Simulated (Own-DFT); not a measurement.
# Computed records: InP (zincblende, atoms displaced), AlN (wurtzite, strained, atoms displaced)

All values are calculated (Own-DFT development build). A calculation, not a measurement: plane-wave PBE density functional theory by an unreviewed code, no spin, of a simulated periodic cell, stress positive in tension, free energy of the whole cell less one offset for each atom, forces on such cells moved up to 12 meV/angstrom on a denser k mesh; offsets are fitted by least squares, one for each functional and potential file, so energies compare only between cells with the same atoms and settings and are not formation energies; the far tail of each file's local potential was reset to the Coulomb form; each entry is a single point on an unrelaxed cell, so the pressure reflects the starting lattice, mostly measured values (interpolated for alloys), from which strain is counted, and rises with the displacements; printed positions are rounded, which can move forces by about a meV/angstrom; the program, named Own-DFT, is a retired in-house code; no spin-orbit coupling; before rounding, a Quantum ESPRESSO 7.3.1 run of the same cell and cutoff gave forces within 1 meV/angstrom rms on each cell, which checks the program and not the settings.

Settings shared by all entries: functional PBE; potential files PseudoDojo norm-conserving, scalar-relativistic, standard set; occupations Fermi-Dirac; smearing width 0.1 eV.

(1) 
```xyz
64
Lattice="11.7374 0.0000 0.0000 0.0000 11.7374 0.0000 0.0000 0.0000 11.7374" Properties=species:S:1:pos:R:3:force_x:R:1:force_y:R:1:force_z:R:1 formula=InP wave_cutoff=36 k_mesh=3_x_3_x_3_centred_on_Gamma free_energy_of_cell_above_offsets=-18.540 pressure=6.41 stress_xx=-6.26 stress_yy=-6.69 stress_zz=-6.29 stress_yz=-0.57 stress_xz=-0.44 stress_xy=0.66
In     0.0277     0.1980    11.5645     -3.113     -0.973      0.757
In     0.3009     2.9470     2.8163     -1.738      1.437      1.349
In     3.1312    11.5938     3.0042     -1.165     -0.357      -0.96
In     2.8575     2.8524     0.0366      0.493      0.901     -0.295
P      1.3093     1.3888     1.3186      2.497       0.05      1.864
P      1.5124     4.4918     4.6323      0.241     -1.077     -0.823
P      4.3202     1.5493     4.2142      1.084      0.305       1.64
P      4.4646     4.2811     1.5621     -2.488      1.949     -1.417
In    11.6185     0.1339     5.9145      2.302      0.584     -1.499
In     0.2569     2.8943     9.1024     -2.614     -1.862     -2.585
In     2.6945    11.5738     8.9642      3.036      1.879     -3.173
In     2.9613     2.8209     6.0171     -0.844     -0.591     -0.953
P      1.3660     1.3733     7.4049      0.966      0.692      0.595
P      1.3055     4.5359    10.1925      3.336       1.08      1.315
P      4.4240     1.4579    10.3250     -1.587     -1.773      0.463
P      4.4321     4.2607     7.2618      0.952      0.493      1.084
In     0.0814     5.8855     0.0070     -0.946      0.249      0.782
In    11.6885     8.7142     2.9266      1.905      1.894     -1.396
In     2.9045     5.9542     3.1023      0.627     -0.702     -0.375
In     3.2098     8.8871    11.6793     -1.476     -0.886      0.229
P      1.4472     7.2160     1.5302      1.117      1.469     -0.483
P      1.5306    10.2996     4.5278     -2.737       1.61     -2.514
P      4.5621     7.4186     4.2339     -0.608     -0.181      1.435
P      4.6591    10.2473     1.4266     -2.067      1.405     -0.411
In     0.0465     5.9922     5.9502     -1.043      0.325      0.071
In    11.7292     8.9519     8.6083      0.679     -1.229      3.056
In     2.9007     5.8725     8.4764      2.679     -2.485      2.639
In     2.8929     8.9907     5.7573     -0.331      -5.06     -1.141
P      1.5165     7.3296     7.5884     -2.132      2.797      -3.22
P      1.4980    10.5023    10.5001      -0.83     -4.231      0.802
P      4.4438     7.3359    10.1555     -0.246     -1.104      0.702
P      4.1290    10.0982     7.1605      3.781      3.472      4.097
In     6.0005    11.5864    11.6379     -1.885      3.989      2.148
In     5.8568     3.1564     2.9975      1.824     -1.106      1.314
In     8.7885    11.5843     3.1508     -0.796        1.8      0.028
In     8.7863     2.7905    11.6823     -0.156      1.072      0.545
P      7.1720     1.5589     1.4440      0.956     -0.953      0.805
P      7.5089     4.6129     4.6538     -2.636     -1.665     -0.519
P     10.3096     1.5006     4.5327     -0.226      0.525     -2.533
P     10.1949     4.5974     1.5024      1.522     -2.664     -1.511
In     6.0098    11.7122     5.6967     -3.042       0.72      0.665
In     5.8146     2.9007     9.1346      0.625      0.298     -2.304
In     8.7649    11.7308     8.5985      1.944     -2.221      2.631
In     8.8380     3.0113     5.7098      0.442      -1.28      2.382
P      7.3632     1.0975     7.3129     -2.214      4.316      -1.45
P      7.2898     4.4145    10.2497      1.232      0.952      0.628
P     10.1810     1.3820    10.1317      0.048      0.568     -0.024
P     10.2956     4.3506     7.3676      0.631     -0.149      0.021
In     5.9062     5.8872     0.2166       0.49      0.332     -0.269
In     5.9358     8.8246     2.6792      1.845     -1.989      1.871
In     8.9606     5.6031     3.1970      1.247      1.456      0.007
In     8.6988     9.0049     0.0307      0.623     -1.464      0.981
P      7.6696     7.1511     1.8980     -1.823      1.627       -2.8
P      7.2535    10.1465     4.5339      0.332     -0.756     -2.004
P     10.2990     7.4693     4.2231     -1.492     -1.372      3.637
P     10.1366    10.3179     1.6524      1.549      0.013     -1.741
In     5.9827     5.8762     6.0185     -3.086     -1.366     -2.198
In     5.8807     8.8003     8.7763     -1.613      0.634     -0.486
In     8.9474     5.9237     8.7521     -0.794      0.398      0.542
In     8.8399     9.0999     6.0126      0.011     -2.354     -0.446
P      7.0280     7.3684     7.2638      4.542      2.232      1.985
P      7.1145    10.2229    10.3257      3.273     -1.572     -2.996
P     10.3361     7.4374    10.5078     -0.692      0.902       -1.9
P     10.5080    10.4054     7.2462     -2.411         -1      1.355
```

Units: wave_cutoff in hartree; free_energy_of_cell_above_offsets in eV; pressure, stress_xx, stress_yy, stress_zz, stress_yz, stress_xz, stress_xy in GPa; force_x, force_y, force_z in eV/Å.

(2) 
```xyz
72
Lattice="9.4527 0.0000 0.0000 -4.7263 8.1863 0.0000 0.0000 0.0000 9.9640" Properties=species:S:1:pos:R:3:force_x:R:1:force_y:R:1:force_z:R:1 formula=AlN wave_cutoff=42 k_mesh=3_x_3_x_2_centred_on_Gamma free_energy_of_cell_above_offsets=-31.036 pressure=0.13 stress_xx=-0.36 stress_yy=3.28 stress_zz=-3.31 stress_yz=-0.01 stress_xz=-0.06 stress_xy=-1.57
Al     0.0359     1.8762     0.0221     -0.862     -1.395     -0.022
Al     1.7008     0.9673     2.5137     -2.786     -1.123     -0.693
N     -0.0131     1.8404     1.8927      1.321      0.329      1.089
N      1.6611     0.8833     4.3562     -0.827     -0.206       1.38
Al    -0.0084     1.8165     4.9837      1.242     -0.134     -0.238
Al     1.5092     0.8953     7.4486      1.244     -0.415      0.462
N      0.0080     1.8284     6.9075          0      0.512     -0.816
N      1.5174     0.8815     9.3490      1.143      -0.14       0.31
Al    -1.6666     4.5979     9.9576      2.139     -0.461       1.42
Al     0.1498     3.7030     2.5352     -3.438     -1.687     -1.055
N     -1.6149     4.4655     1.9537      0.996      1.877     -0.863
N      0.0366     3.6205     4.3595     -0.722      0.114      1.639
Al    -1.5486     4.5516     5.1032     -0.552     -1.079     -4.969
Al    -0.0098     3.6831     7.4396     -0.685     -1.329      0.934
N     -1.6465     4.5789     6.8150      1.134     -0.913      3.452
N      0.0020     3.6503     9.3704     -0.804      0.739     -0.183
Al    -3.0567     7.1995     9.8746      -3.15      2.395      1.458
Al    -1.6100     6.3849     2.5009      0.786     -1.164     -0.173
N     -3.0974     7.3078     1.8896     -0.413     -0.393     -0.398
N     -1.5113     6.3044     4.3912     -0.192      0.489      0.639
Al    -3.0616     7.1897     5.0090     -1.394      0.842     -1.022
Al    -1.4775     6.3017     7.3842     -1.569      1.831      1.013
N     -3.1571     7.2209     6.8604      1.041      0.696      0.639
N     -1.6043     6.3988     9.3371      2.525     -1.494     -0.945
Al     3.1789     1.7310     0.0281     -0.787      0.571     -1.124
Al     4.7411     0.9637     2.5252      -0.02     -0.408     -0.825
N      3.1233     1.8415     1.8732        1.7      1.134      0.573
N      4.7232     0.9258     4.4296     -0.135     -0.666     -0.808
Al     3.1679     1.7914     4.9969     -0.222      0.076      0.736
Al     4.7095     0.8841     7.5551       1.48      0.464     -1.055
N      3.1649     1.6839     6.9612     -0.475      1.953     -0.964
N      4.7767     0.9192     9.4039     -0.318     -0.476      0.639
Al     1.5426     4.4835     0.0010      0.567      1.283     -0.172
Al     3.1536     3.7654     2.4605     -0.179     -2.031      0.801
N      1.5880     4.6417     1.9829      0.599      -0.43     -1.572
N      3.1421     3.6064     4.4373     -0.675      0.162     -0.853
Al     1.5160     4.5166     4.9569      1.387      0.425      0.858
Al     3.2076     3.6173     7.4843     -0.865     -0.682     -0.454
N      1.5408     4.4692     6.9336      1.201      1.651     -1.021
N      3.1483     3.6001     9.3803     -0.442     -0.126       0.18
Al    -0.0200     7.2570     0.0165      0.634      0.584      0.115
Al     1.5537     6.4014     2.5481      0.926      0.945     -0.932
N      0.0115     7.2750     1.9277     -0.463      0.364     -0.047
N      1.5968     6.3808     4.4053     -1.065     -0.354      0.772
Al    -0.0337     7.2994     5.0464      0.723      0.003     -2.276
Al     1.6274     6.3865     7.4357     -1.013     -0.513      0.053
N     -0.0217     7.3260     6.8262       0.89     -1.281      2.058
N      1.5877     6.4323     9.3518     -2.158     -2.338     -0.616
Al     6.3782     1.8423     0.0131     -0.341     -0.513          0
Al     7.9041     0.8588     2.5411      0.443      0.845     -1.128
N      6.3291     1.8435     1.9056     -0.447     -0.586      0.745
N      7.9161     0.9571     4.4611     -0.764     -1.594     -0.995
Al     6.2831     1.7923     4.8892      0.828      0.588      1.957
Al     7.9496     0.8801     7.4419     -1.336      0.999      0.976
N      6.3746     1.7485     6.8781     -1.358      1.171      0.188
N      7.8856     0.9161     9.4180      0.673     -0.444     -1.029
Al     4.6582     4.5253     9.9105      1.289      0.057      0.208
Al     6.2406     3.6674     2.4988      1.494     -0.967        0.3
N      4.7128     4.4800     1.8445      0.106      1.501      0.141
N      6.3302     3.5930     4.3976     -0.767      1.045      0.252
Al     4.6604     4.4901     4.9720      1.675      0.993     -0.052
Al     6.2573     3.7026     7.5208      0.401     -1.794      -1.23
N      4.7277     4.5896     6.8466     -0.411     -0.553      1.169
N      6.3725     3.6482     9.3908     -2.116     -0.028     -0.525
Al     3.0826     7.2061     9.8166      2.792      2.329       2.22
Al     4.7430     6.3539     2.3997      0.587      0.405      1.077
N      3.2230     7.2454     1.8464     -1.538      0.081      0.377
N      4.7210     6.3716     4.4686      0.222     -0.637     -1.422
Al     3.1120     7.2492     4.9859      1.461      0.786     -0.124
Al     4.7545     6.4285     7.4713     -0.449     -1.151     -0.713
N      3.1530     7.2926     6.8793      0.413     -0.609      0.286
N      4.7524     6.3358     9.3444     -0.322      -0.13        0.2
```

Units: wave_cutoff in hartree; free_energy_of_cell_above_offsets in eV; pressure, stress_xx, stress_yy, stress_zz, stress_yz, stress_xz, stress_xy in GPa; force_x, force_y, force_z in eV/Å.

(3) 
```xyz
72
Lattice="9.4527 0.0000 0.0000 -4.7263 8.1863 0.0000 0.0000 0.0000 9.9640" Properties=species:S:1:pos:R:3:force_x:R:1:force_y:R:1:force_z:R:1 formula=AlN wave_cutoff=42 k_mesh=3_x_3_x_2_centred_on_Gamma free_energy_of_cell_above_offsets=-31.188 pressure=0.17 stress_xx=1.43 stress_yy=1.27 stress_zz=-3.22 stress_yz=-0.63 stress_xz=-0.25 stress_xy=-0.2
Al     0.0486     1.8425     0.0293     -0.827      0.063       0.17
Al     1.5584     0.9244     2.4836     -0.111      0.471       0.63
N     -0.0018     1.8786     1.9472      0.254     -1.539     -0.461
N      1.5490     0.8980     4.4568     -0.094      -0.22     -0.971
Al    -0.0304     1.8121     5.0337      0.149      0.581     -1.702
Al     1.5558     1.0062     7.4909      0.575     -1.692     -0.549
N     -0.0289     1.8764     6.8842      0.345     -0.807     -0.007
N      1.5393     0.9158     9.3619      0.448     -0.709      0.756
Al    -1.6041     4.5416     0.0103      1.086      -0.63     -2.723
Al     0.0728     3.6220     2.4477     -0.763      0.948      0.318
N     -1.5712     4.4884     1.7590     -0.151       0.96      3.343
N     -0.0062     3.7493     4.3311      0.185     -1.637      0.843
Al    -1.5258     4.5420     4.9498     -1.635      0.057      0.137
Al     0.0511     3.6039     7.4584     -0.421      1.875      0.287
N     -1.5616     4.6419     6.8834      0.202     -2.348     -0.396
N      0.0366     3.6212     9.3344     -0.422       0.57      0.713
Al    -3.1184     7.1798     0.1166     -0.603      1.163     -3.961
Al    -1.6005     6.3304     2.4570      1.021     -0.162     -0.046
N     -3.1320     7.2820     1.8731      0.131      0.038       2.15
N     -1.5320     6.4142     4.3615     -0.616     -1.125     -0.312
Al    -3.1018     7.2585     4.8918      -1.08      0.174      1.768
Al    -1.5800     6.3340     7.5124     -0.226        1.7     -0.352
N     -3.1565     7.2717     7.0033      0.486      0.829      -1.72
N     -1.4893     6.3733     9.3728     -1.701     -0.799      0.716
Al     3.0831     1.7845     9.9223       1.16      1.017      0.613
Al     4.7033     0.8570     2.4392      0.498      1.701       0.71
N      3.1121     1.8632     1.9651      0.527     -0.935     -1.325
N      4.7958     0.9356     4.3487     -1.523     -1.448      0.734
Al     3.1531     1.7616     4.9080      0.278      1.216      0.179
Al     4.7729     0.9140     7.4300     -0.947      0.151      0.921
N      3.1489     1.8256     6.8494      0.494     -0.374      0.372
N      4.7731     0.9041     9.4372     -1.381     -0.561     -1.133
Al     1.5958     4.6290     9.8619     -0.206      -1.46      1.029
Al     3.2285     3.6865     2.4288     -1.593     -0.337      1.189
N      1.5969     4.5807     1.9786      0.189     -0.274     -2.235
N      3.0312     3.6119     4.3377      1.783      0.223      0.496
Al     1.5566     4.5914     4.9629      0.586     -0.706      0.342
Al     3.2117     3.6258     7.4361     -1.079      0.085      0.395
N      1.6175     4.5360     6.9601     -0.825      0.298     -1.186
N      3.1432     3.6918     9.3556      0.881     -1.076      0.783
Al    -0.0141     7.2112     0.0138      1.431      1.448     -0.161
Al     1.4671     6.3433     2.4667      2.629      0.297      1.148
N      0.0446     7.2902     1.9057     -1.963     -0.715     -0.599
N      1.6092     6.3585     4.3923     -0.891      0.729      0.216
Al    -0.0196     7.2290     5.0425      1.359      1.235     -1.552
Al     1.5121     6.3922     7.4300      1.592     -0.852      0.523
N      0.0298     7.3021     6.8811     -1.242     -0.177      0.485
N      1.6067     6.3916     9.3589     -1.109      0.373     -0.214
Al     6.3011     1.7478     0.0312      0.651      0.941      0.412
Al     7.8833     0.9182     2.5597     -0.414      0.169     -1.678
N      6.2800     1.8469     1.9339      0.049     -0.811     -0.734
N      7.8851     0.9022     4.3639     -0.015      0.181       2.04
Al     6.2533     1.8083     5.0770      0.987     -0.291      -3.89
Al     7.9318     0.9511     7.4928     -0.995     -1.246      0.462
N      6.3226     1.8062     6.8121      0.422     -0.015      3.319
N      7.9116     0.9558     9.4468     -0.112     -0.901     -1.014
Al     4.8147     4.5041     0.0144     -1.814      0.816     -0.697
Al     6.2457     3.6529     2.4050      2.386     -1.575       1.88
N      4.8027     4.5976     2.0051     -1.222     -0.461     -2.379
N      6.2967     3.5109     4.3602      0.285      2.653      0.271
Al     4.7177     4.5845     4.9515     -0.319     -1.377     -0.151
Al     6.3574     3.5778     7.4658     -0.958      1.614     -0.808
N      4.6382     4.5612     6.8597      2.463      0.353     -0.224
N      6.2909     3.6121     9.3356      0.707     -0.377      0.502
Al     3.1213     7.2119     0.0334       1.17      1.405      -0.16
Al     4.7413     6.3515     2.4255     -0.608      1.372       1.11
N      3.1846     7.2711     1.9197     -0.862      0.057      0.064
N      4.7354     6.3733     4.3511      0.522      0.157      0.147
Al     3.1648     7.2806     4.9717     -0.142     -0.034     -0.416
Al     4.7118     6.4260     7.4344     -0.156     -1.228      0.742
N      3.1093     7.2453     6.8696      0.463       1.36      0.267
N      4.7158     6.3568     9.3871      0.634     -0.383      0.572
```

Units: wave_cutoff in hartree; free_energy_of_cell_above_offsets in eV; pressure, stress_xx, stress_yy, stress_zz, stress_yz, stress_xz, stress_xy in GPa; force_x, force_y, force_z in eV/Å.

(4) 
```xyz
72
Lattice="9.6161 0.0000 0.0000 -4.8080 8.3278 0.0000 0.0000 0.0000 9.9640" Properties=species:S:1:pos:R:3 formula=AlN wave_cutoff=42 k_mesh=3_x_3_x_2_centred_on_Gamma
Al     0.1062     1.8460     0.0249
Al     1.6518     0.9012     2.5298
N      0.0732     1.9047     1.8859
N      1.6749     0.9162     4.4103
Al    -0.0205     1.8132     4.9649
Al     1.5210     0.8501     7.4490
N      0.0609     1.9023     6.8961
N      1.6485     0.9031     9.3929
Al    -1.5795     4.6663     0.0166
Al     0.0535     3.6541     2.5032
N     -1.6230     4.7053     1.9072
N      0.0015     3.7437     4.3652
Al    -1.5365     4.6033     4.9024
Al     0.0189     3.6841     7.4528
N     -1.6344     4.6118     6.9826
N     -0.0355     3.7230     9.3832
Al    -3.1688     7.3939     9.9505
Al    -1.5940     6.4777     2.4623
N     -3.1991     7.3782     1.9258
N     -1.5989     6.3957     4.4075
Al    -3.2492     7.3665     4.9976
Al    -1.7069     6.3802     7.4840
N     -3.2696     7.3842     6.8273
N     -1.4611     6.5275     9.3365
Al     3.1390     1.8648     9.8778
Al     4.7638     0.9268     2.5484
N      3.2852     1.9262     1.8005
N      4.7670     0.8423     4.3959
Al     3.2434     1.8412     5.0376
Al     4.8071     0.9080     7.4999
N      3.2105     1.8518     6.9250
N      4.7581     1.0116     9.3088
Al     1.6003     4.7327     9.8968
Al     3.2294     3.6815     2.4142
N      1.5278     4.6264     1.8647
N      3.2228     3.7657     4.4328
Al     1.6578     4.6787     4.8991
Al     3.2709     3.7617     7.5077
N      1.5735     4.7653     6.8974
N      3.1730     3.7125     9.4824
Al    -0.0201     7.3996     0.0700
Al     1.6007     6.4692     2.5243
N      0.0526     7.5139     1.8721
N      1.6150     6.5402     4.4105
Al     0.0404     7.4149     4.9999
Al     1.6085     6.5279     7.5114
N      0.0228     7.3989     6.8854
N      1.6485     6.5406     9.3010
Al     6.4293     1.9723     9.9486
Al     8.0355     0.9106     2.4670
N      6.4736     1.7922     1.9361
N      8.0531     0.9201     4.3866
Al     6.3423     1.8434     4.9612
Al     8.1186     0.9238     7.4604
N      6.4151     1.8687     6.8798
N      7.9696     0.8987     9.3618
Al     4.8560     4.6474     0.0077
Al     6.4246     3.7626     2.4816
N      4.7729     4.6840     2.0303
N      6.4052     3.6977     4.4091
Al     4.8488     4.5987     4.9376
Al     6.4603     3.6466     7.5048
N      4.7304     4.6173     6.8303
N      6.4374     3.7555     9.4112
Al     3.1776     7.4456     9.9567
Al     4.8394     6.4966     2.4604
N      3.1717     7.3173     1.8462
N      4.7980     6.5319     4.3138
Al     3.2649     7.4302     5.0580
Al     4.8171     6.4571     7.4625
N      3.1362     7.3255     6.8712
N      4.9108     6.4670     9.2763
```

Units: wave_cutoff in hartree.

**Q.** What stress yy does the calculation give for AlN (wurtzite, strained, atoms displaced) (entry 4)?
**A.** 8.95 GPa

**Q.** Give the missing stress xx for AlN (wurtzite, strained, atoms displaced) (entry 4).
**A.** 10.27 GPa

Further results for AlN (wurtzite, strained, atoms displaced) (entry 4):

| Item | Value |
| --- | --- |
| free energy of cell above offsets | -30.402 eV |
| pressure | -5.95 GPa |
| stress zz | -1.38 GPa |
| stress yz | -0.44 GPa |
| stress xz | 0.15 GPa |
| stress xy | -0.4 GPa |

Force:
```tsv
element	x (eV/Å)	y (eV/Å)	z (eV/Å)
Al	-1.368	0.529	-0.786
Al	0.22	0.637	-0.851
N	-0.326	-1.643	0.828
N	-0.815	-0.009	0.324
Al	1.029	0.921	-0.288
Al	1.969	1.034	0.091
N	-0.722	-1.156	-0.459
N	-1.291	-0.518	-0.642
Al	0.425	0.023	-0.471
Al	-0.707	1.228	-0.793
N	0.404	-1.167	0.015
N	0.846	-1.225	0.639
Al	-1.259	0.131	1.295
Al	0.293	1.699	0.407
N	0.373	-0.776	-1.487
N	0.812	-0.477	0.014
Al	0.422	-0.047	0.022
Al	0.427	0.58	0.821
N	0.385	0.699	-0.69
N	0.023	1.424	-0.193
Al	0.993	-0.022	-1.646
Al	1.85	1.671	-0.796
N	0.29	-0.188	1.347
N	-2.474	-0.887	0.913
Al	1.818	0.188	0.29
Al	0.908	0.745	-1.67
N	-0.917	-1.495	1.573
N	0.303	1.572	0.441
Al	-0.535	0.621	-0.128
Al	-0.012	-0.183	-1.011
N	-0.488	0.07	0.184
N	0.863	-0.427	1.935
Al	-0.371	-0.871	0.35
Al	-0.845	0.884	0.71
N	1.017	0.532	0.527
N	0.054	-1.459	-1.116
Al	-0.581	0.207	1.463
Al	-2.014	-0.754	-0.257
N	0.335	-2.186	-0.203
N	0.691	0.975	-1.235
Al	1.57	1.697	-2.148
Al	-0.04	0.142	-0.6
N	-0.826	-1.663	1.509
N	0.416	-0.299	-0.372
Al	-0.741	-1.224	0.417
Al	-1.256	-0.252	-1.644
N	-0.926	0.206	0.205
N	-0.607	-0.135	2.428
Al	-0.643	-2.252	0.38
Al	0.231	-0.432	-0.207
N	-0.869	1.515	-0.17
N	-0.571	0.041	0.379
Al	0.953	-0.041	0.032
Al	-1.826	-0.198	-0.042
N	0.454	-0.644	0.059
N	1.269	1.121	0.212
Al	-0.95	0.105	0.413
Al	-0.128	-0.864	0.189
N	1.114	-0.724	-1.907
N	0.595	-0.319	-0.31
Al	-0.702	0.978	-0.065
Al	-0.991	0.593	-0.84
N	2.147	0.473	0.81
N	-0.131	0.22	0.066
Al	0.368	-0.57	-0.607
Al	-1.034	0.197	0.071
N	0.967	1.094	0.738
N	0.219	-0.439	1.635
Al	-0.784	-0.55	-1.889
Al	-0.957	-0.57	-1.255
N	2.298	1.763	0.934
N	-0.647	0.154	2.109
```
